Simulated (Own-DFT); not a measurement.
# Computed records: AlN (wurtzite, atoms displaced)

All values are calculated (Own-DFT development build). A calculation, not a measurement: plane-wave PBE density functional theory by an unreviewed code, no spin, of a simulated periodic cell, stress positive in tension, free energy of the whole cell less one offset for each atom, forces on such cells passed a denser k mesh, this cell's mesh not checked; offsets are fitted by least squares, one for each functional and potential file, so energies compare only between cells with the same atoms and settings and are not formation energies; the far tail of each file's local potential was reset to the Coulomb form; each entry is a single point on an unrelaxed cell, so the pressure reflects the starting lattice, mostly measured values (interpolated for alloys), from which strain is counted, and rises with the displacements; printed positions are rounded, which can move forces by about a meV/angstrom; the program, named Own-DFT, is a retired in-house code; no spin-orbit coupling.

```xyz
128
Lattice="12.4480 0.0000 0.0000 -6.2240 10.7803 0.0000 0.0000 0.0000 9.9640" Properties=species:S:1:pos:R:3:force_x:R:1:force_y:R:1:force_z:R:1 formula=AlN functional=PBE potential_files=PseudoDojo_norm-conserving,scalar-relativistic,standard_set wave_cutoff=42 occupations=Fermi-Dirac smearing_width=0.1 hardware=one_NVIDIA_H100 k_mesh=2_x_2_x_2_centred_on_Gamma free_energy_of_cell_above_offsets=-23.030 pressure=12.08 stress_xx=-11.18 stress_yy=-12.01 stress_zz=-13.04 stress_yz=1.54 stress_xz=0.8 stress_xy=2.02 wall_time=394.1
Al    -0.0215     2.0571     9.8560      0.933     -10.68      3.237
Al     1.5006     0.9771     2.5052      3.053     -2.009     -0.362
N      0.2054     1.8309     1.7773     -3.741     -0.524     -0.988
N      1.6189     0.8583     4.3164     -1.285      0.858      2.788
Al     0.0942     1.8540     5.0479     -1.295     -0.993     -2.064
Al     1.3229     0.8717     7.4219       4.64     -0.408     -1.378
N     -0.0326     1.8598     6.9018     -0.728     -0.114     -0.828
N      1.5847     0.7126     9.0769      0.028      3.461      5.707
Al    -1.4690     4.4215     9.8452      -6.44      4.421      3.453
Al     0.1901     3.4877     2.4684     -6.671     -1.054      2.295
N     -1.7875     4.4927     1.8034      4.551       0.47      0.418
N     -0.0239     3.5596     4.3474      1.051      0.739      0.472
Al    -1.6494     4.4572     4.8498      3.158      0.734      2.081
Al     0.0583     3.5646     7.5803     -1.176      2.225     -3.345
N     -1.5117     4.5336     6.8756       0.69     -1.899      -0.95
N     -0.1592     3.5739     9.3615      5.934      3.495     -3.132
Al    -3.1239     7.0906     0.1211      1.861      0.766     -1.378
Al    -1.2953     6.2181     2.5404     -2.419     -0.958     -0.491
N     -2.9692     7.0299     2.1429     -1.427      1.877     -1.978
N     -1.5326     6.2809     4.5229      0.127     -1.345     -2.522
Al    -3.1172     7.0660     4.8942     -0.351      2.494      1.736
Al    -1.5407     6.3119     7.3262     -2.428     -1.341      3.148
N     -3.1051     7.1359     6.9698     -2.988      0.395      -1.98
N     -1.5902     6.2236     9.3698      0.849       0.86     -0.183
Al    -4.7393     9.8957     0.0452      5.203      2.001     -1.412
Al    -3.1511     8.8286     2.5951      1.374      2.528     -0.874
N     -4.6383    10.0056     1.8072     -0.415     -2.275      2.903
N     -2.9752     8.9985     4.4205     -1.868     -0.493      1.191
Al    -4.6203     9.8581     5.0675      1.729        0.2     -1.889
Al    -3.2995     8.9451     7.6304      1.906     -0.569     -10.28
N     -4.6712     9.9081     6.9081     -2.258     -1.141     -1.493
N     -3.0512     8.9277     9.1493      0.613     -0.123      14.07
Al     3.3240     1.8516     0.0373     -3.802     -0.624      0.142
Al     4.7410     0.8288     2.5739     -1.729     -0.987     -0.459
N      3.1688     1.7633     2.0614      1.002      0.986     -2.257
N      4.6333     0.8067     4.4149     -0.334      5.278     -0.575
Al     3.0446     1.9522     4.9865      1.023     -3.651       0.97
Al     4.7826     0.9140     7.2755     -1.732     -3.526      4.095
N      3.3570     1.8100     6.9217     -5.155      1.584     -2.127
N      4.6324     0.9378     9.2898      2.973     -0.184      0.599
Al     1.5281     4.4867     9.8711     -0.596      0.683      1.004
Al     3.1369     3.6459     2.3507      0.645     -1.275      2.219
N      1.4949     4.2269     1.8179      4.939      5.878     -2.475
N      3.1568     3.5971     4.4517      0.754      2.107     -2.299
Al     1.6626     4.5451     4.9985     -1.047     -0.509     -0.747
Al     2.9471     3.5786     7.5330      7.962     -3.844      0.282
N      1.7069     4.3843     6.8705     -6.139      3.321     -1.283
N      3.1115     3.6473     9.3537      0.551      0.251      1.751
Al     0.0705     7.3087     9.8320     -3.134     -6.197      2.771
Al     1.6852     6.3928     2.5132     -5.794     -3.496      2.043
N      0.1053     7.2053     1.8994      0.708     -0.492     -0.437
N      1.6206     6.3149     4.4192     -0.813     -0.049     -0.419
Al    -0.1064     7.3165     4.9700       1.41     -1.274      0.679
Al     1.7357     6.2505     7.3773     -2.724      0.506     -0.804
N     -0.1848     7.1481     6.7858      5.978      2.133       0.26
N      1.3479     6.2567     9.1677      3.936     -1.445       1.86
Al    -1.4233    10.0375     0.0995     -1.628     -2.915     -2.144
Al     0.1458     8.9706     2.4950      -2.15      0.201      1.303
N     -1.5354     9.7935     1.9519      0.555      0.546     -0.441
N     -0.1016     9.0338     4.4615      3.127      0.432     -1.739
Al    -1.4398    10.0619     5.0737     -1.491     -6.019      2.347
Al     0.0606     8.9676     7.4596     -0.438     -3.666      1.365
N     -1.2926     9.8740     7.0626     -5.667       2.58     -3.126
N      0.1456     8.8478     9.3288     -0.896      7.426      0.092
Al     6.1995     1.8311     9.9594      0.262     -1.205     -0.496
Al     7.7322     0.9381     2.5852      2.191     -0.897     -6.622
N      6.2191     1.6531     1.8736     -0.329      2.397     -0.312
N      7.8366     0.9310     4.1840      -0.58     -0.304      9.961
Al     6.0237     1.8020     5.0952      3.236     -0.738     -2.062
Al     7.8878     1.1156     7.5283     -2.868     -3.375     -1.131
N      6.2004     1.7832     6.8953      3.803      1.723     -0.188
N      7.7693     0.8641     9.2967     -0.555      1.942       2.14
Al     4.7597     4.5672     0.0074     -1.053     -0.173      0.267
Al     6.1850     3.5285     2.5511      1.791      1.263     -1.207
N      4.7384     4.6812     1.9894     -1.498     -3.119     -2.292
N      6.3229     3.4992     4.4103      0.348     -0.735     -0.803
Al     4.9242     4.3460     5.0216     -4.566      2.181      1.001
Al     6.1698     3.5383     7.4699      0.589      0.751     -0.626
N      4.6662     4.3863     6.8868     -0.092       1.71      1.496
N      6.2155     3.5859     9.3467       0.15      0.425      0.369
Al     3.1454     7.1586     0.0039     -3.788      1.551      -0.32
Al     4.4332     6.3546     2.5186      3.942       0.15      2.172
N      2.9498     7.2906     1.9445       5.19      -0.34     -3.388
N      4.6563     6.1221     4.5337      0.779      2.356     -1.879
Al     3.1880     7.2020     4.9845     -0.116     -2.385      0.768
Al     4.7938     6.3104     7.7219     -2.014     -2.243      -10.2
N      3.1984     7.2078     6.8260      0.871     -0.021      1.831
N      4.5890     6.4324     9.3030      2.013     -1.552      7.384
Al     1.4893     9.9949     0.0203      0.771     -2.754      0.028
Al     3.1235     9.0010     2.3563     -0.812      0.034      3.556
N      1.6645     9.8441     1.9935     -2.488      2.465     -2.343
N      3.0422     8.8537     4.4142      2.035      2.658     -0.947
Al     1.6309     9.8600     5.1415     -1.546      0.733     -2.279
Al     3.1823     8.9728     7.4934     -2.922      0.115      0.248
N      1.4060     9.8822     6.9496      5.881      2.089     -0.717
N      2.9943     8.9363     9.3727      2.139      0.529      1.224
Al     9.3186     1.6926     0.0770      0.666      1.428     -1.291
Al    10.8745     0.6237     2.5170      0.259      11.31      1.609
N      9.4588     1.7765     1.8701     -1.474     -0.393      1.346
N     10.7324     0.8442     4.2992      3.374     -0.976      2.267
Al     9.3753     1.8100     4.9752     -1.595     -0.312      0.075
Al    11.0122     0.8224     7.5706     -2.251      1.406     -0.886
N      9.4054     1.6895     6.9432      2.053      2.397     -2.213
N     10.8614     0.8644     9.3404      0.709     -0.119      2.268
Al     7.7937     4.4832     9.8216      1.545     -2.369      3.007
Al     9.3416     3.6052     2.6316      -0.97      -0.67     -8.928
N      7.7828     4.5941     1.9755     -0.885     -2.505     -0.726
N      9.3619     3.6189     4.2406     -1.065     -0.985       7.85
Al     7.8380     4.5036     4.8975     -0.413     -0.605     -0.285
Al     9.4765     3.6428     7.5258     -1.354     -0.716      -2.44
N      7.7508     4.4978     6.7320      0.368     -1.254      2.241
N      9.4096     3.5027     9.2775     -1.592      0.143      1.977
Al     6.3168     7.1712     9.8607     -1.424      2.282      2.418
Al     7.7688     6.4136     2.4515       1.99     -3.753      1.448
N      6.2549     7.0262     1.9534     -4.246      4.271     -1.948
N      7.6484     6.2827     4.3929      4.731     -1.499     -1.322
Al     6.3183     7.0753     4.9941     -4.895      2.192      0.668
Al     7.6328     6.2376     7.3894      7.681     -2.147      1.993
N      6.2723     7.0464     6.9755     -4.265      5.035     -1.839
N      7.7345     6.1947     9.4922      0.659      1.624     -2.379
Al     4.6508     9.8249     0.1460     -0.167       1.27     -3.104
Al     6.2078     8.9708     2.4580      1.291     -0.305     -0.995
N      4.5516     9.9368     1.9664      2.436      -8.49     -3.069
N      6.3160     9.0375     4.2978     -1.071     -1.402       2.14
Al     4.7183     9.7892     4.9955     -1.545      1.203      -0.86
Al     6.1172     8.9786     7.3221      3.354     -0.873       2.59
N      4.6652     9.8947     6.9646     -0.124     -0.423     -2.279
N      6.2976     9.1739     9.4964     -5.048     -5.355      -2.38
```

Units: wave_cutoff in hartree; smearing_width, free_energy_of_cell_above_offsets in eV; pressure, stress_xx, stress_yy, stress_zz, stress_yz, stress_xz, stress_xy in GPa; wall_time in s; force_x, force_y, force_z in eV/Å.
